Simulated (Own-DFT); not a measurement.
## Calculated data, Al₃GaN₄ (wurtzite random alloy, atoms displaced)

A calculation, not a measurement: plane-wave density functional theory by an unreviewed code, no spin, of a simulated periodic cell, stress positive in tension, run twice, with PBE and with PBEsol, both on files made for PBE, so the change isn't that of files made for PBEsol, forces on such cells passed a denser k mesh, this cell's mesh not checked; the far tail of each file's local potential was reset to the Coulomb form; each entry is a single point on an unrelaxed cell, so the pressure reflects the starting lattice, mostly measured values (interpolated for alloys), from which strain is counted, and rises with the displacements; printed positions are rounded, which can move forces by about a meV/angstrom; the program, named Own-DFT, is a retired in-house code; no spin-orbit coupling; stress was not checked against mesh or cutoff. Program: Own-DFT development build.

Common to all runs: functional PBE, then PBEsol; potential files PseudoDojo norm-conserving, scalar-relativistic, standard set; wave cutoff 42 hartree; occupations Fermi-Dirac; smearing width 0.1 eV; k mesh 4 x 4 x 3 centred on Gamma.

(1) Al₃GaN₄ (wurtzite random alloy, atoms displaced)

```
Al3GaN4
1.0
      9.3938     0.0000     0.0000
     -4.6969     8.1352     0.0000
      0.0000     0.0000    10.0655
Ga Al N Al N Al N Al N Al N Ga Al N Al N Al N Al N Ga N Al N Al N Ga Al N Ga Al N Ga N Al N Ga Al N Al N
1 1 2 2 2 2 2 2 2 2 2 1 1 2 2 2 2 2 2 2 2 2 2 2 2 2 1 1 2 1 1 2 2 2 2 2 1 1 2 2 2
Direct
  0.10940 0.21886 0.00280
  0.21768 0.11465 0.25033
  0.10885 0.22143 0.18881
  0.22335 0.10975 0.44195
  0.11463 0.21993 0.49793
  0.22326 0.11010 0.75364
  0.11077 0.21847 0.68613
  0.22678 0.10842 0.93817
  0.11307 0.55699 0.99795
  0.22344 0.44692 0.25786
  0.10791 0.54927 0.18901
  0.22049 0.44752 0.43804
  0.10958 0.54736 0.50202
  0.22270 0.44444 0.74760
  0.11383 0.55871 0.69200
  0.22342 0.44370 0.93514
  0.11170 0.89158 0.00041
  0.22217 0.77225 0.25072
  0.11284 0.89314 0.19015
  0.22453 0.77627 0.43766
  0.11397 0.88911 0.50241
  0.21396 0.76519 0.74942
  0.11091 0.88880 0.69059
  0.22753 0.78030 0.93753
  0.44687 0.22644 1.00000
  0.55906 0.11228 0.24716
  0.44270 0.22292 0.19643
  0.55416 0.11094 0.44548
  0.44585 0.22598 0.50005
  0.55824 0.11283 0.74842
  0.44290 0.22024 0.68920
  0.55367 0.11640 0.94037
  0.44270 0.55579 0.00096
  0.56529 0.44885 0.24800
  0.44517 0.55946 0.18832
  0.55419 0.44328 0.43637
  0.43979 0.55631 0.49965
  0.55782 0.44459 0.74962
  0.44211 0.56136 0.68917
  0.55359 0.44202 0.93552
  0.44165 0.88919 0.99894
  0.55259 0.77723 0.24686
  0.44587 0.88635 0.19001
  0.55166 0.77847 0.44036
  0.43850 0.88418 0.50278
  0.55588 0.78233 0.74300
  0.44415 0.89022 0.69085
  0.55195 0.77741 0.94241
  0.77180 0.22125 0.99954
  0.88633 0.11127 0.24810
  0.77868 0.22415 0.18923
  0.88745 0.11149 0.44159
  0.77547 0.22243 0.49843
  0.89308 0.11470 0.75208
  0.78256 0.22446 0.68738
  0.88156 0.10514 0.94314
  0.77419 0.55404 0.00212
  0.89152 0.44414 0.25173
  0.78000 0.55426 0.19160
  0.88489 0.43609 0.43839
  0.77519 0.55035 0.50149
  0.89843 0.44584 0.75166
  0.78092 0.55854 0.68785
  0.89249 0.44328 0.93940
  0.76619 0.88396 0.99674
  0.88539 0.77914 0.24979
  0.78213 0.89301 0.18328
  0.88639 0.77446 0.43734
  0.77479 0.88159 0.50213
  0.89577 0.78463 0.75070
  0.78039 0.89372 0.69395
  0.88586 0.77590 0.93647
```

It finds PBE pressure 5.07 GPa; PBE stress xx -4.25 GPa; PBE stress yy -4.55 GPa; PBE stress zz -6.42 GPa; PBE stress yz -0.1 GPa; PBE stress xz -0.12 GPa; PBE stress xy -0.58 GPa; PBEsol pressure 1.95 GPa; PBEsol stress xx -1.17 GPa; PBEsol stress yy -1.45 GPa; PBEsol stress zz -3.23 GPa; PBEsol stress yz -0.11 GPa; PBEsol stress xz -0.11 GPa; PBEsol stress xy -0.56 GPa; rms change of force components from PBE to PBEsol 0.071 eV/Å.

Force:
```csv
force element,PBE force x (eV/Å),PBE force y (eV/Å),PBE force z (eV/Å),PBEsol force x (eV/Å),PBEsol force y (eV/Å),PBEsol force z (eV/Å)
Ga,-0.132,0.148,-0.946,-0.138,0.147,-0.903
Al,1.103,-0.566,0.236,1.103,-0.572,0.228
N,-0.132,0.731,1.847,-0.143,0.737,1.647
N,-0.169,1.209,-0.768,-0.152,1.015,-0.705
Al,-0.976,-0.251,0.122,-0.976,-0.234,0.125
Al,0.087,0.141,-0.907,0.073,0.155,-0.921
N,0.189,0.746,0.629,0.192,0.738,0.625
N,-0.164,0.121,0.34,-0.286,0.195,0.398
Al,0.247,-0.266,0.28,0.241,-0.272,0.291
Al,0.161,-0.399,-2.182,0.17,-0.403,-2.196
N,1.359,1.293,-0.393,1.193,1.188,-0.326
N,-0.247,-1.513,0.664,-0.083,-1.425,0.741
Al,-1.224,1.066,-0.346,-1.232,1.069,-0.338
Al,0.363,-0.513,0.222,0.358,-0.535,0.199
N,0.34,-1.573,-1.019,0.35,-1.581,-1.016
N,-0.25,0.561,0.255,-0.253,0.405,0.309
Al,0.017,-0.702,0.053,0.004,-0.711,0.062
Al,-0.579,0.75,-0.522,-0.596,0.748,-0.532
N,0.099,-0.734,0.073,0.104,-0.73,0.087
N,0.08,-1.27,0.354,-0.064,-1.194,0.416
Ga,-0.376,-0.452,-0.652,-0.368,-0.434,-0.635
Al,0.409,2.987,0.41,0.409,2.999,0.393
N,0.66,-0.111,1.184,0.676,-0.104,1
N,-1.098,-0.64,0.31,-1.1,-0.633,0.302
Al,-0.357,-0.459,0.619,-0.355,-0.444,0.634
Al,-0.775,-0.344,0.964,-0.771,-0.337,0.957
N,0.309,0.29,-1.111,0.302,0.285,-1.093
N,-1.046,-0.888,-1.249,-0.88,-0.797,-1.188
Al,0.159,-0.605,-0.192,0.154,-0.592,-0.184
Al,-0.141,0.1,-0.091,-0.127,0.113,-0.096
N,0.054,-0.449,-0.198,0.055,-0.287,-0.137
N,-0.525,-1.268,-0.569,-0.362,-1.181,-0.509
Al,0.024,-0.111,-0.551,0.046,-0.116,-0.551
Al,-1.511,-0.702,0.352,-1.521,-0.7,0.337
N,0.358,-0.818,0.435,0.357,-0.823,0.441
N,0.527,0.132,0.264,0.385,0.215,0.31
Ga,1.117,0.031,-0.095,1.093,0.034,-0.086
Ga,-0.336,0.29,-0.796,-0.317,0.283,-0.764
N,0.054,-0.248,0.608,0.182,-0.322,0.478
N,-0.972,0.171,1.789,-0.825,0.267,1.641
Al,0.472,0.414,0.074,0.489,0.436,0.08
Al,0.914,0.455,0.414,0.93,0.452,0.408
N,-0.741,0.542,-0.291,-0.744,0.54,-0.288
N,0.539,0.792,-0.531,0.531,0.617,-0.476
Al,0.448,1.092,-0.324,0.445,1.091,-0.315
Al,0.298,-0.133,1.209,0.319,-0.127,1.211
N,-0.536,-0.265,0.044,-0.556,-0.265,0.056
N,-1.605,-0.986,-1.446,-1.427,-0.881,-1.385
Ga,0.864,0.205,0.022,0.847,0.212,0.042
Al,0.224,-0.113,0.425,0.219,-0.097,0.406
N,-0.142,-1.152,0.674,-0.138,-0.96,0.552
N,1.423,-0.969,-0.883,1.262,-0.88,-0.819
Ga,0.366,-1.134,0.435,0.361,-1.106,0.431
Al,-0.342,-0.241,-0.244,-0.337,-0.235,-0.247
N,-0.179,0.148,1.862,-0.182,0.146,1.668
N,0.531,1.065,-1.472,0.515,1.034,-1.295
Ga,0.714,0.182,-0.709,0.701,0.174,-0.695
Ga,-0.273,-0.173,-0.285,-0.266,-0.184,-0.292
N,-0.698,1.044,0.283,-0.525,0.96,0.165
N,0.18,2.599,1.158,0.178,2.388,1.028
Al,0.044,0.417,-0.451,0.04,0.408,-0.456
Al,-1.725,-0.458,-0.228,-1.741,-0.462,-0.237
N,1.137,0.285,0.149,1,0.204,0.223
N,0.204,0.866,-0.484,0.059,0.757,-0.364
Ga,1.529,0.207,-0.025,1.494,0.21,-0.006
Al,0.771,0.264,-0.345,0.785,0.261,-0.367
N,-0.687,-0.656,2.208,-0.7,-0.657,2.002
N,-0.462,-0.449,0.239,-0.319,-0.378,0.294
Al,-0.232,1.064,-0.176,-0.233,1.06,-0.16
Al,-0.902,-0.953,-0.266,-0.923,-0.961,-0.283
N,0.099,-0.514,-0.607,0.103,-0.503,-0.591
N,1.062,0.672,0.15,0.915,0.581,0.269
```

(2) Al₃GaN₄ (wurtzite random alloy, atoms displaced)

```
Al3GaN4
1.0
      9.3938     0.0000     0.0000
     -4.6969     8.1352     0.0000
      0.0000     0.0000    10.0655
Al N Al N Al N Al N Al N Ga N Al N Al N Ga N Al N Al N Al N Al N Al Ga N Al N Ga Al N Ga N Ga Al N
2 2 2 2 2 2 2 2 2 2 2 2 2 2 2 2 2 2 2 2 2 2 2 2 2 2 1 1 2 2 2 1 1 2 2 2 1 1 2
Direct
  0.11184 0.22528 0.99802
  0.22070 0.11214 0.25177
  0.10669 0.22535 0.19014
  0.22321 0.11509 0.44244
  0.10564 0.21950 0.50127
  0.22586 0.10823 0.74792
  0.10660 0.21896 0.68854
  0.22486 0.11284 0.94135
  0.11424 0.55589 0.99409
  0.22532 0.44391 0.25059
  0.11223 0.55591 0.19137
  0.22112 0.44291 0.43989
  0.10946 0.55174 0.49915
  0.22088 0.44260 0.75069
  0.11384 0.55126 0.69035
  0.21769 0.44577 0.93609
  0.11535 0.88638 0.99828
  0.21943 0.78014 0.25241
  0.10858 0.88606 0.19238
  0.21935 0.77288 0.43859
  0.11151 0.89104 0.49840
  0.22337 0.77532 0.74919
  0.11082 0.88796 0.68414
  0.22105 0.77447 0.94074
  0.44090 0.22045 0.99663
  0.56179 0.12017 0.25075
  0.45112 0.22408 0.18955
  0.54965 0.11277 0.44031
  0.44200 0.22108 0.50277
  0.55516 0.11257 0.74970
  0.44771 0.22421 0.69477
  0.55922 0.12007 0.93748
  0.44312 0.55443 0.00167
  0.55458 0.44530 0.24956
  0.44668 0.55262 0.19040
  0.55451 0.44230 0.44363
  0.44416 0.55055 0.50124
  0.55784 0.44106 0.74670
  0.43921 0.55506 0.69006
  0.55305 0.44305 0.94016
  0.43874 0.88449 0.99864
  0.55347 0.77897 0.25208
  0.44341 0.88932 0.18735
  0.55593 0.77686 0.44025
  0.45078 0.89912 0.50550
  0.55960 0.77868 0.75271
  0.44370 0.88637 0.69044
  0.55569 0.77831 0.93831
  0.77592 0.22389 0.00151
  0.88701 0.11456 0.25074
  0.77723 0.22116 0.19221
  0.88711 0.11038 0.44401
  0.78156 0.22637 0.49536
  0.88574 0.10982 0.74766
  0.77272 0.21644 0.68974
  0.89214 0.11368 0.94295
  0.77873 0.56136 0.00061
  0.88395 0.43896 0.24482
  0.78061 0.56176 0.19451
  0.88347 0.44371 0.43794
  0.77775 0.55559 0.49820
  0.88825 0.44339 0.75227
  0.78071 0.55997 0.68701
  0.88575 0.44558 0.94099
  0.77562 0.88781 0.99642
  0.88710 0.78019 0.25079
  0.77603 0.88380 0.18769
  0.88581 0.77343 0.44703
  0.77059 0.88611 0.50452
  0.88412 0.77299 0.75125
  0.77699 0.88695 0.69231
  0.89587 0.77902 0.94521
```

The calculation gives: PBE pressure 5.04 GPa; PBE stress xx -5.31 GPa; PBE stress yy -4.92 GPa; PBE stress zz -4.89 GPa; PBE stress yz 0.11 GPa; PBE stress xz -0.23 GPa; PBE stress xy 0.23 GPa; PBEsol pressure 1.91 GPa; PBEsol stress xx -2.21 GPa; PBEsol stress yy -1.82 GPa; PBEsol stress zz -1.7 GPa; PBEsol stress yz 0.11 GPa; PBEsol stress xz -0.21 GPa; PBEsol stress xy 0.24 GPa; rms change of force components from PBE to PBEsol 0.068 eV/Å.

Force:
```csv
force element,PBE force x (eV/Å),PBE force y (eV/Å),PBE force z (eV/Å),PBEsol force x (eV/Å),PBEsol force y (eV/Å),PBEsol force z (eV/Å)
Al,0.127,-0.331,0.322,0.153,-0.329,0.32
Al,0.27,0.037,-0.477,0.262,0.04,-0.481
N,0.926,-0.425,-0.073,0.915,-0.423,-0.073
N,-0.211,0.691,-0.626,-0.213,0.519,-0.562
Al,0.512,0.488,-0.115,0.506,0.469,-0.118
Al,-1.091,0.136,0.248,-1.089,0.133,0.247
N,1.553,0.564,0.148,1.392,0.472,0.215
N,-0.528,-0.583,-0.445,-0.537,-0.587,-0.445
Al,-1.069,-0.331,1.442,-1.071,-0.328,1.435
Al,-0.792,0.375,0.026,-0.78,0.372,0.012
N,-0.044,-0.188,-0.598,-0.042,-0.184,-0.593
N,0.218,-0.264,0.057,0.223,-0.266,0.061
Al,-0.165,0.373,-0.21,-0.187,0.381,-0.2
Al,0.337,-0.359,-0.602,0.345,-0.361,-0.597
N,-1.18,-0.752,-0.358,-1.175,-0.58,-0.297
N,0.357,-0.724,0.227,0.498,-0.645,0.283
Al,-0.63,0.685,0.842,-0.633,0.698,0.839
Al,0.725,-0.597,-0.28,0.717,-0.594,-0.283
N,0.867,1.437,-0.744,0.699,1.341,-0.689
N,1.05,0.381,0.446,0.918,0.465,0.51
Ga,0.208,-0.63,-0.501,0.203,-0.631,-0.468
Ga,-0.59,-0.09,-0.381,-0.569,-0.09,-0.381
N,-0.597,0.292,2.297,-0.468,0.201,2.141
N,0.088,0.359,0.357,0.086,0.351,0.183
Al,0.668,0.64,0.661,0.66,0.649,0.665
Al,-0.646,-1.641,-0.056,-0.636,-1.641,-0.047
N,-1.22,-1.067,-0.518,-1.229,-0.886,-0.462
N,1.111,0.303,0.025,1.111,0.316,0.024
Al,-0.032,0.434,-0.097,-0.025,0.423,-0.088
Al,0.38,-0.471,0.218,0.372,-0.491,0.213
N,-0.299,-0.61,-0.942,-0.295,-0.607,-0.935
N,0.011,-1.468,0.356,0.009,-1.463,0.36
Ga,-0.096,-0.018,-0.506,-0.07,-0.018,-0.488
Ga,0.933,-0.194,0.538,0.918,-0.175,0.519
N,-1.825,1.148,0.685,-1.644,1.053,0.572
N,-0.938,-0.6,0.275,-0.771,-0.508,0.162
Al,-0.746,0.593,0.047,-0.737,0.607,0.042
Al,-0.791,1.178,0.607,-0.798,1.191,0.598
N,1.169,-0.058,0.184,1.166,-0.055,0.19
N,1.076,0.037,-0.614,0.925,0.119,-0.554
Al,0.742,1.135,0.2,0.749,1.145,0.18
Al,0.223,-0.091,-0.424,0.24,-0.099,-0.438
N,0.011,0.357,0.4,0,0.365,0.403
N,-1.619,-0.557,-0.168,-1.457,-0.467,-0.09
Al,-0.411,-1.78,-1.143,-0.415,-1.778,-1.143
Al,-0.784,-0.657,-0.638,-0.787,-0.658,-0.646
N,1.095,1.176,0.189,0.94,1.074,0.267
N,-1.169,0.175,-0.319,-1.006,0.099,-0.188
Al,0.405,-0.147,-0.384,0.407,-0.155,-0.382
Al,0.721,-1.118,-0.028,0.727,-1.137,-0.026
N,-0.111,0.052,-0.46,-0.103,0.049,-0.464
N,-0.204,0.67,-1.106,-0.206,0.491,-1.042
Al,-0.842,-0.475,0.822,-0.854,-0.492,0.825
Ga,0.319,0.092,0.845,0.313,0.082,0.819
N,-0.814,1.461,-0.793,-0.645,1.366,-0.735
N,-0.691,0.747,0.105,-0.701,0.569,-0.001
Al,-0.059,-0.838,0.503,-0.088,-0.833,0.515
Al,0.455,1.667,0.56,0.443,1.669,0.561
N,0.741,-1.671,-1.451,0.591,-1.552,-1.322
N,1.811,-0.626,-0.524,1.641,-0.511,-0.471
Ga,-0.134,-0.345,0.129,-0.129,-0.328,0.124
Al,0.032,-0.084,-0.544,0.038,-0.081,-0.557
N,0.115,-1.094,1.795,0.118,-1.099,1.592
N,0.397,0.113,0.105,0.392,0.117,0.115
Ga,0.623,0.428,0.677,0.618,0.41,0.681
Ga,0.401,0.016,0.902,0.385,0,0.871
N,-1.77,1.571,0.925,-1.596,1.476,0.814
N,-0.417,1.396,-1.083,-0.407,1.365,-1.069
Ga,1.07,0.044,-0.512,1.053,0.044,-0.492
Al,0.813,0.946,0.011,0.815,0.962,0.012
N,0.025,-0.979,1.051,0.026,-0.786,0.912
N,-0.071,-0.335,-1.504,-0.214,-0.246,-1.448
```
